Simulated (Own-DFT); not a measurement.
# Point defects and the pressure they add: wurtzite GaN

The numbers are computed, not measured, by runs of the plane-wave DFT program Own-DFT (in-house, retired, unreviewed) at fixed positions, with no spin and no spin-orbit coupling.

Settings: PBE; PseudoDojo norm-conserving scalar-relativistic files; cutoff 42 hartree; 4 x 4 x 3 k mesh centred on Gamma; Fermi-Dirac smearing of 0.1 eV.

Known weak points (not all hold for every row): not probed for a lower state with spin; forces not confirmed at this smearing and k mesh; stress not checked against mesh or cutoff.

All runs share one cell, with vectors in Å (9.567, 0.000, 0.000); (-4.784, 8.285, 0.000); (0.000, 0.000, 10.370) and a volume of 822.0 Å³. The atoms are randomly displaced, by u rms on each axis. The defect's site can differ from row to row.

```
               cell  formula   u (Å)  P (GPa)
          no defect  Ga36N36  0.0202     5.91
          no defect  Ga36N36  0.0492     7.77
          no defect  Ga36N36  0.0507     8.13
one Ga on an N site  Ga37N35  0.0306        ?
one Ga on an N site  Ga37N35  0.0315    12.13
one Ga on an N site  Ga37N35  0.0465    12.80
one Ga on an N site  Ga37N35  0.0508    13.38
 one N on a Ga site  Ga35N37  0.0303     5.57
 one N on a Ga site  Ga35N37  0.0488     6.44
 one N on a Ga site  Ga35N37  0.0521     6.87
```

## Worked fit

P = P0 + c u² + a shift for each defect gives P0 = 5.76 GPa, c = 838 ± 81 GPa/Å² and a scatter of 0.20 GPa. The shifts, and each times the cell's volume:

- one Ga on an N site: 5.41 ± 0.16 GPa, 27.8 eV
- one N on a Ga site: -1.15 ± 0.16 GPa, -5.9 eV

A positive shift means that the defect pushes the cell outwards. Shift times volume (160.2 GPa Å³ is 1 eV) depends little on the cell's size, so, taken for each site, it can be compared between cells at like pressure. The atoms around the defects weren't relaxed, which would change these numbers.

## Withheld run

Asked: what pressure belongs in the blank (one Ga on an N site, u = 0.0306 Å)?

The fitted form gives 11.95 ± 0.24 GPa. Computed: 12.07 GPa.
